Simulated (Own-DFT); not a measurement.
# Hybrid less PBE against volume: monoclinic HfO2, 94 atoms (Hf32O62), with two O vacancies

All values are computed. Each geometry was run twice at fixed positions with Own-DFT, a retired in-house plane-wave program that no person has reviewed: with PBE, and with HSE06 (exact exchange share 0.25 at short range, screening 0.11 per bohr, Gygi-Baldereschi treatment of its divergence). Both used PseudoDojo norm-conserving files made for PBE, a cutoff of 48 hartree, the Gamma point alone, fixed occupations, a neutral cell and no spin. The unstrained cell is 10.1 Å across at its thinnest, so Gamma alone is coarse and defects feel their images. The hafnium file keeps the 4f electrons in the core, and its forces lie about 75 meV/Å off all-electron values. The oxygen file's force components were 24 meV/Å off all-electron values in a glass.

Unstrained cell vectors in Å: (10.234, 0.000, 0.000); (0.000, 10.350, 0.000); (-1.696, 0.000, 10.445), volume V0 = 1106.4 Å³, from measured lattice constants. Each geometry has its own random strain of a few per cent, its own defect sites and random moves of rms u per axis. HSE06 gave the energy alone. D is its energy less that of PBE, over the lowest D shown. The PBE stress wasn't checked against mesh or cutoff.

| run | V - V0 (Å³) | u (Å) | P with PBE (GPa) | D (eV) |
|---|---|---|---|---|
| 1 | -13.5 | 0.0325 | 6.83 | 0.120 |
| 2 | 39.9 | 0.0485 | -3.39 | 1.618 |
| 3 | -20.8 | 0.0513 | 11.02 | 0.266 |
| 4 | 9.2 | 0.0314 | 1.81 | 0.639 |
| 5 | -20.4 | 0.0492 | 9.90 | 0.111 |
| 6 | -17.8 | 0.0295 | 8.84 | 0.000 |
| 7 | 39.2 | 0.0305 | -4.17 | 1.362 |
| 8 | -3.7 | 0.0282 | 5.08 | 0.283 |
| 9 | 10.9 | 0.0479 | 3.43 | 0.795 |
| 10 | 18.3 | 0.0286 | 0.21 | 0.839 |
| 11 | -15.0 | 0.0491 | 10.14 | ? |

## What the rows give

D = 0.27 + 0.0238 (V - V0) + 154 u² eV, with an error of 0.0008 on the volume slope, 23 on the last term and a scatter of 0.05 eV. Pressure is -dE/dV, and 1 eV/Å³ is 160.2 GPa, so HSE06 changes the pressure by -3.8 ± 0.1 GPa. With the ions held to the strained lattice, the PBE pressure falls by 247 ± 7 GPa per unit of volume strain; the shape of the strain isn't fitted, so the true error is larger, and a relaxed crystal would be softer. On that slope HSE06's volume at a given pressure is about 1.5 % smaller, or 0.5 % in lengths. At u = 0 and V0 the PBE pressure is 3.4 GPa, which puts the zero-pressure volume, against the measured cell and with the defects in, at +1.4 % for PBE and -0.2 % for HSE06, each good to a few tenths of a per cent.

## Test on the hidden row

Q: what D should run 11 give?

Estimate: 0.29 eV, with rows scattering by 0.05. The calculation gave 0.317 eV.
